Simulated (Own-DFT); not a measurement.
# How strain changes the stress of diamond germanium, 64 atoms (Ge64)

These are calculations, not measurements. The program, named Own-DFT, is a retired in-house plane-wave density functional code that no person has reviewed. Each row is one single-point run on a periodic cell that was not relaxed, without spin or spin-orbit coupling.

Settings of every run: PBE; PseudoDojo norm-conserving scalar-relativistic files; cutoff 42 hartree; 3 x 3 x 3 k mesh centred on Gamma; Fermi-Dirac smearing of 0.1 eV.

Known limits: forces on such cells moved up to 12 meV/angstrom on a denser k mesh; stress not checked against mesh or cutoff.

Unstrained cell vectors in Å: (11.316, 0.000, 0.000); (0.000, 11.316, 0.000); (0.000, 0.000, 11.316). The unstrained cell has measured lattice constants (interpolated for alloys), not those of this functional. That, the random moves and any unrelaxed bonds set the pressure at no strain. Each run strains this cell uniformly, with the atoms carried along. Every atom was also moved at random, by a Gaussian of width 0.08 Å on each axis. Strain is the symmetric tensor, in per cent. Stress is positive in tension, and the pressure is minus a third of its trace.

| run | e_xx (%) | e_yy (%) | e_zz (%) | e_yz (%) | e_xz (%) | e_xy (%) | s_xx (GPa) | s_yy (GPa) | s_zz (GPa) | s_yz (GPa) | s_xz (GPa) | s_xy (GPa) | P (GPa) | E (meV/atom) |
|---|---|---|---|---|---|---|---|---|---|---|---|---|---|---|
| 1 | 1.53 | -0.87 | 3.11 | -3.06 | -3.57 | 0.93 | -3.50 | -4.98 | -3.20 | -4.28 | -5.75 | 0.97 | 3.89 | 67.6 |
| 2 | -0.01 | -0.88 | 3.79 | -1.05 | -2.55 | -0.26 | -4.32 | -4.44 | -1.63 | -1.14 | -4.82 | 0.61 | 3.47 | 14.6 |
| 3 | -2.02 | -3.15 | 2.05 | 3.49 | -4.45 | -3.76 | -10.67 | -11.43 | -8.67 | 2.54 | -6.96 | -8.93 | 10.26 | 169.0 |
| 4 | -1.10 | -0.38 | -2.80 | -0.19 | 4.83 | 1.57 | -9.84 | -8.79 | -11.19 | -1.46 | 9.89 | 3.47 | 9.94 | 101.9 |
| 5 | -2.30 | 3.63 | 1.78 | -3.38 | -4.50 | 3.84 | -6.08 | -3.31 | -4.42 | -4.07 | -6.43 | 4.60 | 4.60 | 84.5 |
| 6 | -0.12 | -1.99 | 4.33 | 3.35 | 2.55 | 3.55 | -5.47 | -5.97 | -2.53 | 4.26 | 2.74 | 5.12 | 4.66 | 69.0 |
| 7 | 1.87 | -2.23 | -4.55 | 3.21 | -1.07 | 4.16 | -8.79 | -11.67 | -12.23 | 6.44 | -3.70 | 8.05 | 10.90 | 143.6 |
| 8 | 0.65 | 3.10 | -1.66 | -2.03 | 0.34 | 3.01 | -4.67 | -3.06 | -5.36 | -3.53 | 1.90 | 4.51 | 4.36 | 43.6 |
| 9 | 0.31 | -2.76 | -2.35 | -3.66 | 2.21 | 2.29 | -9.85 | -11.99 | -11.78 | -8.58 | 3.80 | 5.25 | 11.21 | 166.5 |
| 10 | -3.01 | 2.50 | 3.18 | -4.89 | 1.38 | 4.55 | -7.93 | -6.08 | -5.19 | -9.35 | 4.17 | 8.32 | 6.40 | 164.9 |
| 11 | 1.35 | 1.89 | 0.06 | -2.83 | 0.83 | 1.87 | -2.96 | -2.63 | -3.78 | -5.41 | 1.50 | 2.60 | 3.12 | 0.0 |
| 12 | -2.79 | 4.37 | -0.94 | 4.67 | -0.13 | 0.37 | -7.24 | -3.47 | -6.94 | 8.25 | -0.13 | -0.40 | 5.88 | 72.0 |
| 13 | -0.24 | 1.38 | -2.08 | -4.43 | 3.46 | 1.83 | -7.26 | -6.06 | -8.42 | -7.19 | 6.68 | 4.62 | 7.25 | 89.0 |
| 14 | 1.42 | -2.23 | 1.44 | 2.68 | 4.68 | -2.74 | -6.50 | -8.13 | -6.19 | 6.17 | 9.10 | -6.24 | 6.94 | 134.4 |
| 15 | -3.82 | 4.49 | 4.38 | 4.52 | -3.12 | -2.95 | -5.61 | -1.90 | -2.06 | 5.42 | -3.37 | -4.44 | 3.19 | 69.9 |
| 16 | 0.77 | -2.03 | -3.22 | 2.79 | 0.27 | -3.56 | -8.91 | -10.77 | -11.03 | 5.11 | 1.70 | -7.21 | 10.23 | 115.0 |
| 17 | -3.67 | -1.10 | -1.68 | 2.75 | -1.37 | -0.98 | -12.48 | -10.60 | -11.37 | 6.67 | -2.87 | -0.39 | 11.48 | 89.7 |
| 18 | -0.95 | 4.80 | -4.52 | 1.17 | 2.44 | -0.93 | ? | ? | ? | ? | ? | ? | ? | ? |

E is the free energy for each atom above the lowest run shown.

## Worked fit

Each stress component was fitted by least squares to a constant and the strains of the runs shown, as fractions, with shears doubled. Shear strains stay in the fit of a normal stress only where such slopes are resolved. The slopes, in GPa:

| stress | at no strain | per e_xx | per e_yy | per e_zz | scatter |
|---|---|---|---|---|---|
| s_xx | -6.7 | 127 ± 8 | 74 ± 6 | 57 ± 5 | 0.54 |
| s_yy | -6.7 | 75 ± 14 | 124 ± 10 | 56 ± 8 | 0.94 |
| s_zz | -6.8 | 83 ± 12 | 69 ± 8 | 113 ± 7 | 0.78 |

Each shear stress against twice its own strain: yz 86 ± 8, xz 90 ± 4, xy 89 ± 8 GPa. These are stiffnesses along x, y and z of the frame in which the cell vectors are given, which need not be the crystal's axes. The atoms are held to the strained lattice; where symmetry lets them move under strain, relaxing them would lower some slopes. The table should be nearly symmetric about its diagonal, and what it lacks of that shows the noise. A ninth of its sum, 87 ± 5 GPa, estimates the bulk modulus near the mean pressure of these runs, 6.9 GPa, so it lies above the value at zero pressure.

## Withheld run

Question: what normal stresses and pressure should run 18 give?

The fit gives s_xx = -6.9, s_yy = -4.0, s_zz = -9.3 and P = 6.8 GPa. The calculation gave -7.07, -2.99, -8.55 and P = 6.20 GPa.
